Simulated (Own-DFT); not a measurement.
## Calculated data, In3GaP4 (zincblende random alloy, atoms displaced)

Computed with Own-DFT development build. A calculation, not a measurement: plane-wave PBE density functional theory by an unreviewed code, no spin, of a simulated periodic cell, stress positive in tension, free energy of the whole cell less one offset for each atom, forces on such cells passed a denser k mesh, this cell's mesh not checked; offsets are fitted by least squares, one for each functional and potential file, so energies compare only between cells with the same atoms and settings and are not formation energies; the far tail of each file's local potential was reset to the Coulomb form; each entry is a single point on an unrelaxed cell, so the pressure reflects the starting lattice, mostly measured values, from which strain is counted, and rises with the displacements; printed positions are rounded, which can move forces by about a meV/angstrom; the program is a retired in-house code; no spin-orbit coupling; before rounding, a Quantum ESPRESSO 7.3.1 run of the same cell and cutoff gave forces within 1 meV/angstrom rms on each cell, which checks the program and not the settings.

Settings shared by all entries: functional PBE; potential files PseudoDojo norm-conserving, scalar-relativistic, standard set; wave cutoff 42 hartree; occupations Fermi-Dirac; smearing width 0.1 eV; k mesh 3 x 3 x 3 centred on Gamma.

(1) In3GaP4 (zincblende random alloy, atoms displaced)

```
In3GaP4
1.0
     11.5283     0.0000     0.0000
      0.0000    11.5283     0.0000
      0.0000     0.0000    11.5283
Ga In P In Ga P In Ga P In Ga In P In P In P In P In Ga In P
3 1 4 3 1 4 2 2 4 1 1 2 4 4 4 4 4 4 4 2 1 1 4
Direct
  0.99843 0.00217 0.00343
  0.99877 0.25351 0.24611
  0.24732 0.00120 0.24844
  0.25650 0.24678 0.00030
  0.12494 0.12649 0.12682
  0.11878 0.37261 0.37276
  0.37306 0.12177 0.37917
  0.37257 0.37657 0.12616
  0.99905 0.00118 0.50043
  0.00598 0.25044 0.75469
  0.24930 0.00139 0.74620
  0.24719 0.25348 0.50416
  0.12364 0.12650 0.62288
  0.12521 0.37574 0.87955
  0.37714 0.12284 0.87224
  0.37478 0.37509 0.62760
  0.99638 0.49644 0.00119
  0.99623 0.75145 0.24769
  0.25168 0.50023 0.24862
  0.24899 0.75035 0.00178
  0.12498 0.62759 0.12529
  0.12437 0.87166 0.37230
  0.37586 0.62685 0.37560
  0.37576 0.87468 0.12467
  0.00139 0.50092 0.50270
  0.99491 0.75122 0.75387
  0.24799 0.49732 0.75372
  0.25166 0.75029 0.50261
  0.12161 0.62857 0.62779
  0.12513 0.86891 0.87687
  0.37070 0.62544 0.87571
  0.37136 0.87707 0.62596
  0.50444 0.99728 0.00047
  0.50065 0.24655 0.24731
  0.74605 0.00393 0.25208
  0.75032 0.24752 0.99858
  0.62182 0.12578 0.12230
  0.62866 0.37777 0.37118
  0.88017 0.11945 0.37697
  0.87562 0.37422 0.11965
  0.50229 0.00178 0.50331
  0.50016 0.24966 0.75014
  0.74695 0.00423 0.74913
  0.75024 0.25041 0.49951
  0.62677 0.12740 0.62915
  0.62458 0.37620 0.87674
  0.87222 0.12514 0.87137
  0.88216 0.37876 0.62442
  0.50340 0.50413 0.00099
  0.50032 0.75557 0.24788
  0.75385 0.50281 0.24816
  0.74988 0.74605 0.00107
  0.62710 0.62248 0.12324
  0.62181 0.88044 0.37687
  0.87307 0.62709 0.37582
  0.87449 0.87493 0.12359
  0.50154 0.49974 0.49522
  0.49969 0.74853 0.75179
  0.74875 0.49820 0.74881
  0.74786 0.74954 0.50075
  0.62645 0.62536 0.62820
  0.62314 0.87788 0.87346
  0.87672 0.62484 0.87494
  0.87481 0.87185 0.62520
```

| Item | Value |
| --- | --- |
| free energy of cell above offsets | -31.943 eV |
| pressure | 3.88 GPa |
| stress xx | -3.86 GPa |
| stress yy | -3.89 GPa |
| stress zz | -3.89 GPa |
| stress yz | -0.17 GPa |
| stress xz | 0.03 GPa |
| stress xy | -0.06 GPa |

Force:
```
element  x (eV/Å)  y (eV/Å)  z (eV/Å)
     Ga     0.105    -0.252    -0.282
     Ga    -0.013    -0.403     0.207
     Ga      0.03    -0.244     0.326
     In    -0.435       0.1    -0.072
      P    -0.663    -0.604      0.38
      P     1.181    -0.283    -0.522
      P    -1.249     0.536    -0.359
      P    -0.065     0.714     0.582
     In     0.628    -0.881     0.176
     In      -0.4     0.094    -0.284
     In    -0.483    -0.129     0.575
     Ga     0.099    -0.183    -0.395
      P     0.713     0.682    -0.433
      P     0.297     -0.35     0.219
      P     0.029      -0.2     0.291
      P    -0.571    -0.394    -1.054
     In     0.763     0.805    -0.187
     In     0.262     -0.13     0.179
     Ga    -0.322       0.1     0.177
     Ga     0.025    -0.123     0.005
      P     1.164    -0.438    -0.096
      P     0.715     0.987    -0.301
      P    -0.602    -0.657     -0.91
      P    -1.692     0.367    -0.279
     In     0.167     0.516    -0.549
     Ga     0.287    -0.105    -0.139
     In     -0.22     0.378    -0.388
     In    -0.415    -0.043    -0.239
      P    -0.288     0.482     0.794
      P    -0.685     0.207     0.464
      P    -0.269     0.659     0.872
      P     0.829    -0.282    -0.042
     In    -0.739     0.107    -0.133
     In    -0.551     0.425      0.66
     In     0.479    -0.188    -0.325
     In    -0.088     0.099    -0.073
      P     0.516    -0.042     0.102
      P    -0.183    -0.529    -0.029
      P    -0.216     1.682    -1.214
      P     0.134    -0.945     1.413
     In    -0.447     0.089      0.33
     In     -0.03     0.265     0.169
     In     0.501    -0.905    -0.012
     In     0.486     0.181    -0.007
      P    -0.225     0.242    -0.715
      P     0.698     0.537    -0.857
      P     1.192    -0.618      0.98
      P    -1.495    -0.195     1.113
     In    -0.823    -0.334    -0.216
     In      0.17    -0.629     0.238
     In     0.152    -0.261     0.012
     In     0.052     0.593    -0.523
      P    -0.203     0.604     0.662
      P     0.361    -0.577    -0.045
      P     0.307    -0.125     0.017
      P     0.095     1.097    -0.551
     In    -0.039    -0.036     0.487
     In    -0.364     0.223    -0.066
     Ga     0.362     0.074     0.066
     In    -0.072     0.165    -0.123
      P     0.313    -0.971     0.363
      P     0.568    -0.644     0.041
      P    -0.341    -0.191     -1.36
      P     0.506    -0.118      0.88
```

(2) In3GaP4 (zincblende random alloy, atoms displaced)

```
In3GaP4
1.0
     11.5283     0.0000     0.0000
      0.0000    11.5283     0.0000
      0.0000     0.0000    11.5283
In Ga In P Ga In P In Ga In P In Ga P In Ga In P In P In Ga In P In Ga In P
2 1 1 4 2 2 4 1 1 2 4 3 1 4 2 1 1 4 4 4 2 1 1 4 1 1 2 4
Direct
  0.99681 0.00134 0.99526
  0.99670 0.25073 0.24669
  0.24970 0.99981 0.25296
  0.25044 0.24900 0.00260
  0.12737 0.12610 0.12701
  0.12266 0.37485 0.37350
  0.37513 0.12443 0.37739
  0.37006 0.37442 0.12475
  0.00121 0.00643 0.50177
  0.00365 0.24481 0.74825
  0.25085 0.99891 0.74992
  0.25057 0.24207 0.49478
  0.12516 0.12249 0.62285
  0.12286 0.37629 0.87610
  0.37196 0.12777 0.87588
  0.37363 0.37119 0.62042
  0.99829 0.49527 0.00164
  0.00221 0.75606 0.25080
  0.25171 0.49542 0.24552
  0.24972 0.74946 0.99866
  0.12748 0.62527 0.12748
  0.12772 0.87387 0.37343
  0.37666 0.62242 0.37752
  0.37677 0.87327 0.12837
  0.00487 0.50016 0.49710
  0.00361 0.75068 0.75145
  0.25049 0.50026 0.75165
  0.25042 0.74873 0.50288
  0.12941 0.62295 0.62582
  0.12521 0.87243 0.87763
  0.37038 0.62607 0.87522
  0.36983 0.87859 0.62563
  0.49719 0.00104 0.00043
  0.49983 0.25077 0.25253
  0.75401 0.99978 0.24920
  0.74888 0.24996 0.00064
  0.62320 0.12308 0.12416
  0.62686 0.37413 0.37979
  0.88405 0.12216 0.37240
  0.87197 0.37140 0.12807
  0.49568 0.99972 0.49885
  0.49946 0.25070 0.74768
  0.75125 0.00172 0.75010
  0.74849 0.25133 0.49758
  0.62255 0.12651 0.62372
  0.62704 0.37321 0.87712
  0.87344 0.12167 0.87147
  0.87449 0.37228 0.62659
  0.50013 0.49745 0.00150
  0.49699 0.74337 0.24944
  0.75623 0.50149 0.24919
  0.75148 0.74890 0.00428
  0.62393 0.62690 0.12325
  0.62628 0.87933 0.37406
  0.87465 0.62035 0.37366
  0.87552 0.87582 0.12356
  0.50219 0.49747 0.50245
  0.50024 0.74869 0.74959
  0.74964 0.50336 0.75297
  0.74955 0.75098 0.50592
  0.62080 0.62509 0.62627
  0.62331 0.86695 0.87866
  0.87667 0.62697 0.87745
  0.87493 0.87853 0.62806
```

| Quantity | Value |
| --- | --- |
| free energy of cell above offsets | -31.752 eV |
| pressure | 3.94 GPa |
| stress xx | -3.94 GPa |
| stress yy | -3.92 GPa |
| stress zz | -3.95 GPa |
| stress yz | -0.14 GPa |
| stress xz | 0.01 GPa |
| stress xy | 0.28 GPa |

Force:
```
element  x (eV/Å)  y (eV/Å)  z (eV/Å)
     In     0.604    -0.007     0.555
     In     0.714     -0.11     0.291
     Ga     0.149    -0.094    -0.245
     In    -0.456     0.092    -0.375
      P     0.206    -1.104     0.441
      P     0.529    -0.451    -0.167
      P     -0.49    -0.907    -1.529
      P     1.089    -0.317    -0.105
     Ga    -0.042    -0.745    -0.185
     Ga    -0.316     0.358     0.031
     In    -0.516     0.188     0.552
     In    -0.658      0.94     0.292
      P    -1.172     0.122     0.313
      P    -0.337     -1.22    -0.812
      P     0.335    -0.197    -0.271
      P    -0.336      0.18     0.366
     In    -0.046     0.562     0.342
     Ga    -0.139    -0.488    -0.102
     In    -0.418     0.672     0.977
     In     0.048     0.231      0.66
      P    -1.124     0.586      0.36
      P    -0.164     0.218     0.542
      P    -1.021     0.393     0.653
      P    -1.054     0.827     0.366
     In     -0.44    -0.121     0.546
     In    -0.189    -0.115    -0.363
     In     0.199    -0.546    -0.269
     Ga     0.055    -0.024    -0.226
      P     0.157     0.977    -0.813
      P     0.084      0.57    -0.187
      P     1.502     0.326    -0.609
      P     0.654    -1.992    -0.248
     In    -0.003    -0.402     -0.21
     In     0.087     0.054      -0.2
     Ga    -0.137    -0.015     0.123
     In     0.138     -0.44    -0.036
      P     0.897    -0.415     0.925
      P     0.454     1.041    -1.597
      P    -1.042     -1.04     0.454
      P    -0.745     1.113     0.192
     In     0.559    -0.247     0.226
     In    -0.017     0.087     0.291
     In    -1.082    -0.464    -0.068
     In     0.801    -0.787     0.238
      P     0.209    -0.379    -0.018
      P    -0.388     0.212    -0.356
      P     0.814     1.533    -0.223
      P     0.898    -0.247     0.562
     In    -0.147     0.199    -0.245
     In     0.461     0.659     0.515
     Ga    -0.636    -0.088     0.025
     In     0.079    -0.041    -0.209
      P     0.827    -1.293     0.925
      P     0.542      0.02    -0.695
      P     0.011     0.842    -0.953
      P     0.154     0.133     1.544
     In    -0.314     0.108    -0.101
     Ga    -0.323     0.104     0.113
     In     0.159    -0.213    -0.117
     In     0.058      0.08    -0.669
      P    -0.326     0.687      0.84
      P     -0.59     0.252    -1.088
      P     0.075    -0.157     -0.04
      P     1.121       0.3    -0.928
```

(3) In3GaP4 (zincblende random alloy, atoms displaced)

```
In3GaP4
1.0
     11.5283     0.0000     0.0000
      0.0000    11.5283     0.0000
      0.0000     0.0000    11.5283
In Ga P In Ga P Ga In P In Ga P In Ga In P In Ga In P Ga In P In P
3 1 4 3 1 4 1 3 4 3 1 4 2 1 1 4 1 1 2 4 2 2 4 4 4
Direct
  0.00285 0.99616 0.00277
  0.99120 0.25177 0.25234
  0.25232 0.00085 0.25183
  0.24536 0.25368 0.99869
  0.12837 0.13179 0.11924
  0.12612 0.37682 0.37222
  0.37399 0.12270 0.37557
  0.38105 0.37618 0.12399
  0.00219 0.00203 0.50469
  0.00494 0.24846 0.75100
  0.25064 0.99633 0.74745
  0.24718 0.25032 0.50327
  0.12448 0.12514 0.62914
  0.12446 0.37695 0.87009
  0.37735 0.12250 0.87769
  0.37400 0.37629 0.62696
  0.00005 0.49912 0.99598
  0.99924 0.75344 0.25169
  0.24932 0.49707 0.25797
  0.24727 0.75061 0.99974
  0.12520 0.62272 0.12591
  0.12592 0.87539 0.37140
  0.37795 0.62570 0.37428
  0.37676 0.87205 0.12836
  0.00071 0.50144 0.49633
  0.99837 0.74803 0.74960
  0.24699 0.50051 0.75096
  0.24687 0.75433 0.50419
  0.12524 0.61907 0.62349
  0.12164 0.87335 0.87634
  0.37445 0.62367 0.87828
  0.37483 0.87296 0.62848
  0.50550 0.99722 0.00211
  0.49409 0.24678 0.24884
  0.75106 0.00145 0.24919
  0.75198 0.25672 0.00007
  0.62872 0.12277 0.12007
  0.62405 0.37362 0.38019
  0.87262 0.12541 0.37879
  0.87498 0.37532 0.12821
  0.50032 0.99578 0.50141
  0.50020 0.24665 0.74821
  0.74878 0.99740 0.75497
  0.75182 0.24881 0.50579
  0.62401 0.12840 0.62569
  0.62469 0.37286 0.87377
  0.87133 0.12624 0.87582
  0.87445 0.37679 0.62750
  0.50245 0.49770 0.99806
  0.49993 0.74805 0.24510
  0.75208 0.49762 0.25104
  0.74766 0.75368 0.99886
  0.62511 0.62830 0.12495
  0.62406 0.87397 0.37365
  0.87564 0.62733 0.37088
  0.87650 0.87497 0.12757
  0.49955 0.49983 0.50062
  0.50069 0.74610 0.75514
  0.75368 0.49676 0.74818
  0.75412 0.75608 0.50047
  0.62557 0.62190 0.62404
  0.62348 0.87453 0.87073
  0.87844 0.62574 0.87749
  0.87631 0.87797 0.62778
```

| Property | Result |
| --- | --- |
| free energy of cell above offsets | -31.750 eV |
| pressure | 3.92 GPa |
| stress xx | -3.94 GPa |
| stress yy | -3.94 GPa |
| stress zz | -3.87 GPa |
| stress yz | 0.01 GPa |
| stress xz | 0.14 GPa |
| stress xy | -0.29 GPa |

Force:
```
element  x (eV/Å)  y (eV/Å)  z (eV/Å)
     In    -0.368     0.829    -0.109
     In      1.04    -0.496    -0.065
     In    -0.232     0.184    -0.629
     Ga     0.721     0.125     -0.16
      P     0.167     0.224      0.23
      P    -0.053    -1.619     1.311
      P    -0.611     0.837     1.247
      P    -0.843      0.28    -1.342
     In     0.037    -0.206    -0.613
     In    -0.986     0.079     0.124
     In    -0.025     0.358     0.748
     Ga     0.237     0.031    -0.155
      P     1.096     0.564    -1.042
      P    -0.127    -0.134      2.06
      P     -0.33     1.323    -0.243
      P     -0.02    -1.549    -0.032
     Ga     0.182     0.104      0.46
     In     0.327    -0.576    -0.393
     In     0.764     0.595    -1.171
     In     0.233    -0.186     0.337
      P    -0.743     -0.67    -0.505
      P      0.49    -0.331     1.402
      P    -0.249     1.564     0.192
      P     0.522    -0.413     0.216
     In    -0.395     -0.21    -0.013
     In     0.392    -0.119    -0.213
     In     0.762     0.149    -0.003
     Ga     0.281    -0.392     -0.35
      P     0.462      1.57    -0.563
      P     0.356     0.044    -0.515
      P     0.536    -0.802     0.583
      P    -0.405    -0.948    -0.878
     In    -0.565    -0.119    -0.011
     In     0.951     -0.07     0.099
     Ga     -0.18    -0.064     0.031
     In    -0.142    -0.445     0.045
      P     0.679      -0.1     1.382
      P     0.123    -0.319    -0.648
      P    -0.456    -1.001    -0.704
      P      0.71      1.04    -1.325
     In    -0.032     0.365    -0.014
     Ga    -0.287     0.146     0.263
     In     0.021     0.716     -0.56
     In    -0.222     0.396    -0.274
      P    -0.677    -0.201     0.862
      P    -1.371     0.316    -0.222
      P     0.685    -0.142     0.174
      P     0.978    -0.443    -0.476
     Ga    -0.023     0.186     0.109
     Ga    -0.014    -0.011     0.389
     In    -0.761     0.293      0.17
     In     0.286    -0.161     0.112
      P    -1.109    -0.552    -0.036
      P     0.144     0.039     -1.48
      P    -0.166    -0.054     0.561
      P     -1.03      0.85     0.442
     In    -0.123     0.015    -0.027
     In    -0.114    -0.409    -0.604
     In    -0.516     0.638      0.63
     In    -0.357    -0.605    -0.056
      P     0.336     0.583     0.156
      P     0.003    -0.166     0.467
      P     0.003    -0.887     0.594
      P      0.01    -0.046     0.036
```

(4) In3GaP4 (zincblende random alloy, atoms displaced)

```
In3GaP4
1.0
     11.5283     0.0000     0.0000
      0.0000    11.5283     0.0000
      0.0000     0.0000    11.5283
In Ga In P In Ga P In Ga In P In P In Ga In Ga P In P In Ga P In Ga In P
1 1 2 4 2 2 4 2 1 1 4 4 4 1 1 1 1 4 4 4 3 1 4 1 1 2 4
Direct
  0.99986 0.00429 0.00067
  0.99525 0.25240 0.25249
  0.24938 0.99927 0.25022
  0.25091 0.25174 0.99901
  0.12479 0.12588 0.12589
  0.12269 0.37317 0.37535
  0.37274 0.11857 0.37108
  0.37429 0.36923 0.12578
  0.00010 0.99964 0.49811
  0.00285 0.25117 0.75228
  0.24521 0.99416 0.75080
  0.24833 0.25010 0.49699
  0.12757 0.12031 0.62490
  0.12481 0.37729 0.87475
  0.37561 0.12656 0.87986
  0.37774 0.36930 0.61961
  0.99957 0.50582 0.99894
  0.99709 0.75120 0.25237
  0.24854 0.50350 0.24888
  0.25162 0.75279 0.00168
  0.12303 0.62317 0.12227
  0.12489 0.87451 0.37733
  0.37344 0.62562 0.37385
  0.37690 0.87002 0.12022
  0.00197 0.49806 0.50339
  0.99897 0.74807 0.75235
  0.24920 0.49866 0.74406
  0.25068 0.75342 0.50321
  0.12531 0.62484 0.62208
  0.12733 0.87652 0.87302
  0.37490 0.62535 0.87698
  0.37542 0.87762 0.62587
  0.50408 0.00045 0.99929
  0.49865 0.24509 0.24976
  0.75028 0.00214 0.25093
  0.74966 0.24931 0.99650
  0.62313 0.12463 0.12621
  0.62518 0.37225 0.37322
  0.87126 0.12730 0.37511
  0.87537 0.37739 0.12099
  0.49860 0.99849 0.49555
  0.49999 0.24495 0.74898
  0.75169 0.00292 0.74943
  0.74969 0.24737 0.50011
  0.62452 0.12619 0.62782
  0.62832 0.37928 0.87754
  0.87469 0.12181 0.87492
  0.87321 0.37451 0.62798
  0.49824 0.49890 0.00324
  0.49810 0.75104 0.24660
  0.75119 0.50168 0.25162
  0.75447 0.74592 0.00224
  0.62553 0.62047 0.12650
  0.62501 0.86716 0.38030
  0.87158 0.62391 0.37129
  0.87224 0.87374 0.12226
  0.49678 0.49622 0.49892
  0.49930 0.75097 0.75233
  0.75268 0.49833 0.74561
  0.75251 0.75057 0.49823
  0.62255 0.62585 0.62138
  0.62767 0.87574 0.87624
  0.87480 0.62197 0.87612
  0.87701 0.87823 0.62527
```

| Item | Value |
| --- | --- |
| free energy of cell above offsets | -31.775 eV |
| pressure | 3.94 GPa |
| stress xx | -3.99 GPa |
| stress yy | -3.86 GPa |
| stress zz | -3.96 GPa |
| stress yz | -0.15 GPa |
| stress xz | -0.42 GPa |
| stress xy | -0.04 GPa |

Force:
```
element  x (eV/Å)  y (eV/Å)  z (eV/Å)
     In     0.153    -0.496     0.071
     Ga     0.149    -0.043    -0.386
     In      -0.2    -0.569    -0.667
     In      -0.5    -0.106     0.057
      P    -0.701      0.83     0.785
      P     0.776    -0.526    -0.802
      P     0.298     2.066     0.375
      P     0.126     0.583     1.657
     In    -0.051     0.336    -0.037
     In    -0.083    -0.377     -0.19
     Ga     0.625     0.519    -0.053
     Ga     0.131    -0.324     0.047
      P     1.061     0.474     0.072
      P     0.153     0.148      0.11
      P    -0.772    -1.106    -1.155
      P    -1.194    -0.608    -0.133
     In     0.133     -0.86     0.003
     In     0.285    -0.081    -0.345
     Ga     0.082    -0.368     0.018
     In    -0.479    -0.526    -0.451
      P     0.944     0.069     1.195
      P     -0.01    -0.066    -0.379
      P    -0.728    -0.607    -0.552
      P    -0.006     1.142     0.539
     In    -0.538     0.083    -0.433
     In     0.112     0.169    -0.187
     In     0.494    -0.076     0.245
     In     0.146    -0.284    -0.221
      P    -0.126       0.3     0.327
      P     0.151     0.445    -0.216
      P     0.485     0.362    -1.054
      P     0.047    -0.107     1.579
     In    -0.327    -0.164     0.013
     Ga     0.018     0.207     0.073
     In     -0.42    -0.579      0.02
     Ga     0.023     0.116     0.238
      P     0.282      1.46    -0.025
      P    -0.754    -0.616    -0.607
      P     1.281     0.337    -0.639
      P    -0.111    -1.528     0.288
     In     0.389      0.19     0.484
     In     0.003     0.683     0.667
     In    -0.308    -0.448    -0.041
     In    -0.294     0.456     0.251
      P     0.019    -0.577    -0.715
      P     0.188    -1.174     0.181
      P    -0.526     1.326      0.61
      P     0.525    -0.486    -0.585
     In      0.01      -0.1    -0.105
     In     0.387    -0.402     0.246
     In    -0.285    -0.803    -0.399
     Ga    -0.521     0.033    -0.144
      P     0.586     1.184    -0.744
      P    -0.177     0.916    -0.968
      P     0.793    -0.045     0.876
      P    -0.339    -0.445    -0.434
     In     0.321     0.286    -0.403
     Ga      0.13    -0.045    -0.014
     In    -0.754     0.587     0.358
     In      0.28    -0.309       0.7
      P    -0.483     0.506     0.946
      P     0.192    -1.618    -0.192
      P    -0.963      1.11     0.229
      P    -0.127    -0.453     0.013
```
